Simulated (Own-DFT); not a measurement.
# Response to strain: 4H SiC, 72 atoms (C36Si36)

Calculated results; nothing here was measured. The program, named Own-DFT, is a retired in-house plane-wave density functional code that no person has reviewed. Each row is one single-point run on a periodic cell that was not relaxed, without spin or spin-orbit coupling.

Settings of every run: PBE; PseudoDojo norm-conserving scalar-relativistic files; cutoff 42 hartree; 4 x 4 x 3 k mesh centred on Gamma; Fermi-Dirac smearing of 0.1 eV.

Known limits: forces on such cells passed a denser k mesh, each cell not checked; stress not checked against mesh or cutoff.

Unstrained cell vectors in Å: (9.248, 0.000, 0.000); (-4.624, 8.009, 0.000); (0.000, 0.000, 10.068). The unstrained cell has measured lattice constants (interpolated for alloys), not those of this functional. That, the random moves and any unrelaxed bonds set the pressure at no strain. Each run strains this cell uniformly, with the atoms carried along. Every atom was also moved at random, by a Gaussian of width 0.05 Å on each axis. Strain is the symmetric tensor, in per cent. Stress is positive in tension, and the pressure is minus a third of its trace.

| run | e_xx (%) | e_yy (%) | e_zz (%) | e_yz (%) | e_xz (%) | e_xy (%) | s_xx (GPa) | s_yy (GPa) | s_zz (GPa) | s_yz (GPa) | s_xz (GPa) | s_xy (GPa) | P (GPa) | E (meV/atom) |
|---|---|---|---|---|---|---|---|---|---|---|---|---|---|---|
| 1 | -0.41 | -1.84 | -0.74 | 1.21 | 0.06 | 1.89 | -8.75 | -17.35 | -12.74 | 4.06 | 0.57 | 9.38 | 12.95 | 44.6 |
| 2 | 1.67 | 1.41 | -1.09 | 0.26 | 0.86 | -0.30 | 5.43 | 5.15 | -12.72 | 1.14 | 2.38 | -1.24 | 0.71 | 0.0 |
| 3 | -1.40 | -1.08 | -0.31 | -0.33 | 0.86 | 1.60 | -13.84 | -12.97 | -9.70 | -1.81 | 3.92 | 8.24 | 12.17 | 27.9 |
| 4 | -1.75 | 0.36 | 1.89 | -0.06 | 1.03 | 0.89 | -15.97 | -2.14 | 4.15 | -1.02 | 3.99 | 7.36 | 4.65 | 23.6 |
| 5 | 0.84 | -1.60 | 1.47 | 0.14 | 0.03 | 1.00 | -0.11 | -11.73 | 0.49 | 0.47 | 0.13 | 3.84 | 3.78 | 11.1 |
| 6 | -0.26 | -1.99 | 0.62 | 0.13 | -0.68 | -1.12 | -7.50 | -16.51 | -3.60 | -0.81 | -1.83 | -4.29 | 9.20 | 26.5 |
| 7 | 1.40 | -0.37 | -0.73 | -0.92 | -1.53 | 1.47 | 1.32 | -4.21 | -13.37 | -2.14 | -4.98 | 7.22 | 5.42 | 42.3 |
| 8 | 0.27 | 1.95 | 0.74 | 1.13 | 1.90 | 0.52 | -0.88 | 4.93 | -2.55 | 3.85 | 6.05 | 3.24 | -0.50 | 25.6 |
| 9 | 0.38 | 0.28 | -0.36 | -1.69 | 1.16 | 1.23 | -2.06 | -3.21 | -10.40 | -5.30 | 4.22 | 4.38 | 5.23 | 34.9 |
| 10 | -1.68 | -0.05 | -0.14 | 0.91 | -1.10 | 1.07 | -14.97 | -5.34 | -7.63 | 3.58 | -3.74 | 5.20 | 9.31 | 5.0 |
| 11 | 0.15 | 0.62 | -1.42 | -1.75 | -1.76 | -0.80 | -3.96 | -2.08 | -16.59 | -5.79 | -6.25 | -3.94 | 7.54 | 43.1 |
| 12 | 0.62 | -0.10 | 0.73 | -0.86 | 1.69 | -0.58 | -2.22 | -4.12 | -1.21 | -2.81 | 5.70 | -3.87 | 2.52 | 5.7 |
| 13 | -0.99 | -1.80 | -0.38 | 1.34 | 1.15 | -1.16 | -15.08 | -16.99 | -8.70 | 5.27 | 4.47 | -6.99 | 13.59 | 50.2 |
| 14 | -0.13 | 0.90 | 1.20 | -0.64 | -0.82 | -1.75 | -4.75 | 0.16 | 0.76 | -1.70 | -3.68 | -7.81 | 1.28 | 22.0 |
| 15 | -1.77 | 1.66 | 1.49 | 1.95 | 1.95 | 1.01 | -11.82 | 3.54 | 0.54 | 7.17 | 5.61 | 3.89 | 2.58 | 33.2 |
| 16 | -1.35 | -1.02 | 0.08 | -1.81 | 1.69 | -0.61 | -13.08 | -11.78 | -8.60 | -6.04 | 6.31 | -3.73 | 11.15 | 46.0 |
| 17 | -1.52 | -0.57 | 1.83 | 1.51 | 0.66 | -0.40 | ? | ? | ? | ? | ? | ? | ? | ? |

E is the free energy for each atom above the lowest run shown.

## Worked fit

Each stress component was fitted by least squares to a constant and the strains of the runs shown, as fractions, with shears doubled. Shear strains stay in the fit of a normal stress only where such slopes are resolved. The slopes, in GPa:

```
stress,at no strain,per e_xx,per e_yy,per e_zz,scatter
s_xx,-5.1,580 ± 29,101 ± 24,42 ± 33,1.18
s_yy,-4.8,107 ± 28,569 ± 23,57 ± 31,1.13
s_zz,-7.5,12 ± 28,16 ± 23,614 ± 31,1.12
```

Each shear stress against twice its own strain: yz 173 ± 8, xz 175 ± 4, xy 246 ± 15 GPa. These are stiffnesses along x, y and z of the frame in which the cell vectors are given, which need not be the crystal's axes. The atoms are held to the strained lattice; where symmetry lets them move under strain, relaxing them would lower some slopes. The table should be nearly symmetric about its diagonal, and what it lacks of that shows the noise. A ninth of its sum, 233 ± 5 GPa, estimates the bulk modulus near the mean pressure of these runs, 6.3 GPa, so it lies above the value at zero pressure.

## Withheld run

Question: what normal stresses and pressure should run 17 give?

The fit gives s_xx = -13.7, s_yy = -8.6, s_zz = 3.5 and P = 6.3 GPa. The calculation gave -13.32, -9.49, 3.46 and P = 6.45 GPa.
